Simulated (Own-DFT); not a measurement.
# One host, several defects: zincblende GaAs

The numbers are computed, not measured, by runs of the plane-wave DFT program Own-DFT (in-house, retired, unreviewed) at fixed positions, with no spin and no spin-orbit coupling.

Settings: PBE; PseudoDojo norm-conserving scalar-relativistic files; cutoff 42 hartree; 3 x 3 x 3 k mesh centred on Gamma; Fermi-Dirac smearing of 0.1 eV.

Known weak points (not all hold for every row): not probed for a lower state with spin; forces not confirmed at this smearing and k mesh; stress not checked against mesh or cutoff.

All runs share one cell, with vectors in Å (11.737, 0.000, 0.000); (0.000, 11.737, 0.000); (0.000, 0.000, 10.919) and a volume of 1504.3 Å³, strained against the parent crystal. u is the rms random offset of the atoms per axis. The defect's site can differ from row to row.

| cell | formula | u (Å) | P (GPa) |
|---|---|---|---|
| no defect | As32Ga32 | 0.0305 | 0.77 |
| no defect | As32Ga32 | 0.0307 | 0.76 |
| no defect | As32Ga32 | 0.0460 | 1.03 |
| one In on a Ga site | As32Ga31In | 0.0278 | 1.29 |
| one In on a Ga site | As32Ga31In | 0.0474 | 1.53 |
| one In on a Ga site | As32Ga31In | 0.0480 | 1.53 |
| one As vacancy and one Ga vacancy | As31Ga31 | 0.0297 | 0.47 |
| one As vacancy and one Ga vacancy | As31Ga31 | 0.0498 | 0.72 |
| one As vacancy and one Ga vacancy | As31Ga31 | 0.0527 | 0.77 |
| one P on an As site | As31Ga32P | 0.0279 | 0.48 |
| one P on an As site | As31Ga32P | 0.0301 | 0.55 |
| one P on an As site | As31Ga32P | 0.0457 | 0.70 |
| one P on an As site | As31Ga32P | 0.0532 | ? |
| one Al on a Ga site | AlAs32Ga31 | 0.0296 | 0.71 |
| one Al on a Ga site | AlAs32Ga31 | 0.0485 | 1.00 |
| one Al on a Ga site | AlAs32Ga31 | 0.0501 | 1.05 |

## Worked fit

P = P0 + c u² + a shift for each defect gives P0 = 0.62 GPa, c = 176 ± 10 GPa/Å² and a scatter of 0.03 GPa. The shifts, and each times the cell's volume:

- one In on a Ga site: 0.52 ± 0.02 GPa, 4.9 eV
- one Al on a Ga site: -0.03 ± 0.02 GPa, -0.3 eV (not resolved)
- one P on an As site: -0.26 ± 0.02 GPa, -2.4 eV
- one As vacancy and one Ga vacancy: -0.32 ± 0.02 GPa, -3.0 eV

Against the defect-free cell, a freed cell would be larger where the shift is positive and smaller where it is negative (160.2 GPa Å³ is 1 eV). The atoms around the defects weren't relaxed, which would change these numbers.

## Test on the hidden row

Question: what pressure belongs in the blank (one P on an As site, u = 0.0532 Å)?

From the fit: 0.86 ± 0.03 GPa. DFT gave 0.84 GPa.
